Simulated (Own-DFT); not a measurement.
Simulation results for Si23GeO48 (quartz with substituted atoms, atoms displaced)

A calculation, not a measurement: plane-wave PBE and HSE06 DFT by an unreviewed code, no spin, of a simulated cell at Gamma alone, so results move with cell size and shape, stress positive in tension, energies less offsets, not probed for a lower state with spin; oxygen file: force components 24 meV/angstrom off all-electron in a glass; k mesh not checked against a denser one; forces and stress are PBE's, HSE06 gives the energy alone, and its difference from PBE has offsets of its own; offsets are fitted by least squares, one for each functional and potential file, so energies compare only between cells with the same atoms and settings and are not formation energies; the far tail of each file's local potential was reset to the Coulomb form; each entry is a single point on an unrelaxed cell, so the pressure reflects the starting lattice, mostly measured values (interpolated for alloys), from which strain is counted, and rises with the displacements; printed positions are rounded, which can move forces by about a meV/angstrom; the program, named Own-DFT, is a retired in-house code; no spin-orbit coupling. Program: Own-DFT development build.

Common to all runs: first functional PBE; second functional HSE06; exact exchange share 0.25; screening 0.11 1/bohr; exchange divergence Gygi-Baldereschi; potential files PseudoDojo norm-conserving, scalar-relativistic, made for PBE, standard set; wave cutoff 48 hartree; occupations fixed; k mesh 1 x 1 x 1 centred on Gamma.

(1) Si23GeO48 (quartz with substituted atoms, atoms displaced)

```
CELL_PARAMETERS angstrom
9.82680 0.00000 0.00000
-4.91340 8.51030 0.00000
0.00000 0.00000 10.81040
ATOMIC_POSITIONS crystal
Si 0.23504 0.99893 0.00487
Si 0.00083 0.23013 0.33545
Si 0.26926 0.27494 0.16187
O 0.20062 0.12841 0.06084
O 0.43615 0.30458 0.22421
O 0.36975 0.08383 0.38933
O 0.07056 0.36696 0.43997
O 0.13475 0.20889 0.27628
O 0.28746 0.42377 0.10728
Si 0.23130 0.99907 0.49843
Si 0.99853 0.23338 0.83338
Si 0.27682 0.26181 0.66826
O 0.20494 0.13137 0.55478
O 0.42844 0.29666 0.72250
O 0.36643 0.07836 0.89387
O 0.06879 0.36500 0.93376
O 0.14233 0.20777 0.77493
O 0.30361 0.43155 0.60576
Si 0.24293 0.50108 0.99941
Si 0.99905 0.72782 0.33940
Si 0.25441 0.75680 0.16991
O 0.20780 0.64008 0.06673
O 0.42774 0.78594 0.21683
O 0.36196 0.57447 0.39821
O 0.07551 0.87599 0.43450
O 0.12174 0.70369 0.27346
O 0.28979 0.92172 0.11174
Si 0.22935 0.50051 0.50102
Si 0.99902 0.74040 0.83857
Si 0.26804 0.76631 0.66844
O 0.20681 0.63804 0.56297
O 0.41693 0.77539 0.72371
O 0.36144 0.57144 0.90607
O 0.08192 0.87434 0.94040
O 0.13740 0.72178 0.77456
O 0.29591 0.93580 0.61123
Si 0.74231 0.00595 0.99832
Si 0.50325 0.24622 0.33136
Si 0.77028 0.26382 0.16946
O 0.70422 0.13515 0.05989
O 0.92592 0.28455 0.23223
O 0.85659 0.06050 0.39591
O 0.57361 0.35962 0.44363
O 0.63402 0.21043 0.27455
O 0.80070 0.42485 0.11812
Si 0.73603 0.99982 0.50747
Si 0.49167 0.22911 0.83967
Si 0.76715 0.27554 0.66825
O 0.70081 0.12455 0.56089
O 0.93162 0.29629 0.73384
O 0.87176 0.07729 0.89414
O 0.57664 0.36302 0.94175
O 0.63572 0.20617 0.77662
O 0.79225 0.41976 0.61031
Si 0.73354 0.49760 0.99251
Si 0.50243 0.74278 0.33550
Ge 0.75697 0.76832 0.16779
O 0.70682 0.63366 0.05703
O 0.92172 0.79681 0.21844
O 0.86711 0.56802 0.39533
O 0.55600 0.85876 0.44347
O 0.63222 0.71571 0.27778
O 0.78614 0.92527 0.11358
Si 0.73337 0.49787 0.49784
Si 0.50571 0.74064 0.83212
Si 0.77007 0.77310 0.65873
O 0.69419 0.61987 0.55661
O 0.93345 0.79767 0.72101
O 0.85987 0.57242 0.89243
O 0.57413 0.86769 0.93877
O 0.62777 0.70536 0.77946
O 0.80616 0.92858 0.60755
```

- PBE energy of cell above offsets: -14.850 eV
- HSE06 less PBE above offsets: -0.291 eV
- PBE pressure: 11.94 GPa
- PBE stress xx: -11.24 GPa
- PBE stress yy: -13.71 GPa
- PBE stress zz: -10.87 GPa
- PBE stress yz: 1.02 GPa
- PBE stress xz: 1.39 GPa
- PBE stress xy: 0.73 GPa

Force:
```tsv
element	x (eV/Å)	y (eV/Å)	z (eV/Å)
Si	1.515	0.744	1.033
Si	-0.747	-1.243	1.915
Si	1.804	-5.378	3.52
O	-0.345	1.838	0.911
O	-2.162	0.708	-1.826
O	-0.976	-1.669	0.955
O	-0.803	-0.648	0.277
O	2.313	0.062	-1.428
O	-0.53	2.814	-0.393
Si	3.241	1.695	-0.493
Si	3.951	0.531	-0.984
Si	-7.934	0.254	-4
O	-1.066	1.814	1.554
O	6.978	0.555	3.89
O	-1.565	-4.242	2.186
O	1.478	3.025	3.229
O	-1.08	-0.315	0.503
O	-0.481	-1.001	0.141
Si	-9.14	-2.595	4.564
Si	-4.73	3.388	-2.12
Si	1.993	3.332	2.467
O	1.087	-5.526	-4.781
O	-0.993	0.095	0.805
O	0.871	1.173	-1.855
O	-1.229	-2.412	-0.629
O	3.185	-0.872	-0.606
O	-0.453	1.246	-0.484
Si	1.874	-0.326	1.536
Si	0.475	-0.379	-1.665
Si	-3.231	1.542	-0.826
O	-0.732	-1.113	-1.126
O	2.243	0.993	0.974
O	6.25	5.685	-7.652
O	-1.994	-1.754	-0.592
O	0.055	-0.806	0.675
O	0.583	-1.012	-0.093
Si	-1.874	-1.256	1.892
Si	1.091	-2.876	-0.751
Si	-1.246	-1.049	0.739
O	0.675	-0.768	-0.787
O	-0.281	0.455	-1.034
O	1.498	1.659	-1.356
O	-0.147	1.644	1.509
O	0.558	-0.224	-0.027
O	-2.142	3.251	-3.504
Si	-1.558	-2.291	-2.57
Si	3.211	3.916	-4.327
Si	3.749	-8.224	3.168
O	-1.259	3.131	2.529
O	-3.305	0.556	-3.505
O	0.059	-2.183	0.164
O	-1.766	-1.284	-0.325
O	-1.385	0.011	0.582
O	-2.936	7.118	-4.279
Si	0.382	0.561	6.843
Si	-2.783	-3.37	-1.394
Ge	2.072	-5.648	-0.376
O	0.167	-3.322	-3.172
O	8.135	-0.147	4.993
O	0.103	-0.602	0.222
O	1.847	4.17	3.957
O	-1.859	-2.64	4.272
O	-3.767	9.772	-5.309
Si	0.851	-1.597	1.224
Si	-3.414	-2.064	2.22
Si	1.282	-7.09	3.749
O	-0.911	3.326	2.115
O	-1.024	-0.453	0.254
O	2.461	1.946	-2.728
O	0.261	1.499	0.795
O	5.355	0.117	-3.733
O	-1.806	3.753	-1.631
```

(2) Si23GeO48 (quartz with substituted atoms, atoms displaced)

```
CELL_PARAMETERS angstrom
9.82680 0.00000 0.00000
-4.91340 8.51030 0.00000
0.00000 0.00000 10.81040
ATOMIC_POSITIONS crystal
Si 0.24168 0.00995 0.99904
Si 0.99923 0.23067 0.33937
Si 0.27139 0.26488 0.15600
O 0.21166 0.13620 0.05571
O 0.43323 0.29388 0.22030
O 0.36679 0.07578 0.39458
O 0.07554 0.36439 0.43984
O 0.12769 0.19770 0.26509
O 0.29598 0.43261 0.10766
Si 0.24481 0.00105 0.50936
Si 0.00510 0.24038 0.83150
Si 0.27210 0.26570 0.66341
O 0.21395 0.14071 0.55732
O 0.42837 0.29662 0.72921
O 0.36654 0.06930 0.89265
O 0.06547 0.36442 0.93295
O 0.13870 0.21493 0.78066
O 0.28889 0.42610 0.61043
Si 0.24151 0.50874 0.00965
Si 0.00287 0.73060 0.32920
Si 0.26650 0.77008 0.16270
O 0.19893 0.62823 0.05935
O 0.42339 0.80012 0.22875
O 0.36099 0.56633 0.40378
O 0.07302 0.86475 0.43717
O 0.13502 0.71057 0.27245
O 0.29402 0.92197 0.10848
Si 0.23953 0.50169 0.49455
Si 0.00404 0.73862 0.82800
Si 0.26098 0.76330 0.65791
O 0.20405 0.62916 0.55325
O 0.42924 0.79651 0.73006
O 0.36069 0.56700 0.89610
O 0.06822 0.86261 0.94129
O 0.13756 0.69922 0.77271
O 0.29482 0.92306 0.60436
Si 0.73478 0.00797 0.00511
Si 0.50892 0.23432 0.33597
Si 0.76322 0.25534 0.16795
O 0.71377 0.14296 0.05557
O 0.92618 0.29292 0.23272
O 0.86980 0.08359 0.39061
O 0.57364 0.36949 0.43815
O 0.62498 0.20225 0.27551
O 0.79024 0.41795 0.10748
Si 0.74045 0.00871 0.50585
Si 0.49205 0.22181 0.83019
Si 0.75950 0.26930 0.67096
O 0.70414 0.13498 0.56041
O 0.93798 0.28940 0.72816
O 0.85991 0.07746 0.89974
O 0.56992 0.35833 0.94167
O 0.63842 0.21179 0.77300
O 0.79647 0.43299 0.60420
Si 0.74787 0.49904 0.99399
Si 0.49991 0.73835 0.32761
Si 0.76568 0.76324 0.15995
O 0.70985 0.63017 0.05671
O 0.92662 0.79015 0.22174
O 0.86227 0.56949 0.39951
O 0.56358 0.86414 0.43489
O 0.64367 0.71589 0.27411
O 0.79825 0.92853 0.10522
Si 0.73051 0.49608 0.50342
Ge 0.50262 0.73605 0.83531
Si 0.76866 0.76310 0.66822
O 0.69054 0.62092 0.55247
O 0.93087 0.79842 0.72452
O 0.87632 0.58234 0.90159
O 0.57217 0.86233 0.93998
O 0.64122 0.70643 0.77147
O 0.79154 0.93374 0.61642
```

- PBE energy of cell above offsets: -14.994 eV
- HSE06 less PBE above offsets: -0.208 eV
- PBE pressure: 11.55 GPa
- PBE stress xx: -10.51 GPa
- PBE stress yy: -10.98 GPa
- PBE stress zz: -13.15 GPa
- PBE stress yz: 1.19 GPa
- PBE stress xz: 3.33 GPa
- PBE stress xy: 3.19 GPa

Force:
```tsv
element	x (eV/Å)	y (eV/Å)	z (eV/Å)
Si	-0.425	-5.679	0.508
Si	3.471	4.622	-4.679
Si	-1.142	1.927	5.293
O	-1.101	-0.257	-1.49
O	0.149	-0.403	0.552
O	0.352	-0.411	0.531
O	-0.187	0.534	0.857
O	0.49	0.714	-0.468
O	1.773	-1.412	2.086
Si	-4.889	0.842	-6.65
Si	0.667	-3.914	3.242
Si	-3.802	1.558	2.426
O	0.453	-2.026	-0.765
O	1.47	-0.311	-0.045
O	0.411	-1.887	-0.559
O	1.595	4.756	5.03
O	3.961	-1.009	-2.221
O	0.183	0.364	-0.305
Si	-1.753	-3.995	-5.327
Si	-3.963	0.016	2.144
Si	-0.067	-4.581	1.792
O	-1.904	2.961	1.825
O	0.933	-0.271	-0.569
O	7.192	6.118	-9.088
O	1.211	1.484	1.602
O	2.803	-0.828	-1.296
O	-2.443	5.428	-3.42
Si	-4.753	-4.89	7.091
Si	1.673	-0.479	1.486
Si	3.609	-3.243	2.775
O	-1.157	1.539	0.771
O	-5.035	1.685	-5.476
O	0.024	-1.675	0.37
O	1.436	2.185	0.554
O	-1.706	0.555	0.017
O	1.64	0.699	2.484
Si	1.735	-3.938	-1.659
Si	-6.868	1.053	0.492
Si	-0.526	3.172	2.474
O	-2.003	-0.626	-0.156
O	-0.676	-0.053	-0.578
O	-3.002	-6.732	4.051
O	-0.647	-1.067	0.193
O	6.517	-1.24	-3.195
O	0.092	0.581	-0.106
Si	-0.365	-2.938	-2.643
Si	1.019	4.978	1.111
Si	6.299	1.163	-3.018
O	-1.232	1.685	0.982
O	-7.187	1.349	-6.038
O	1.729	1.103	-2.296
O	1.001	0.167	-0.7
O	-2.333	-1.74	2.655
O	1.901	-1.949	3.167
Si	-4.953	-3.286	4.387
Si	1.205	-2.33	1.471
Si	0.712	0.091	0.7
O	-0.081	-0.737	-0.751
O	0.829	-0.124	0.38
O	1.65	1.521	-2.04
O	1.748	3.028	2.518
O	-1.751	-0.635	0.352
O	-0.781	0.631	-0.074
Si	-0.161	0.944	-2.719
Ge	1.062	-4.688	-2.043
Si	-1.908	-0.255	-3.724
O	-1.187	4.016	3.259
O	1.247	0.152	-0.47
O	2.875	1.516	-4.34
O	0.54	6.824	7.212
O	1.546	-1.394	0.4
O	0.787	-0.959	-0.335
```
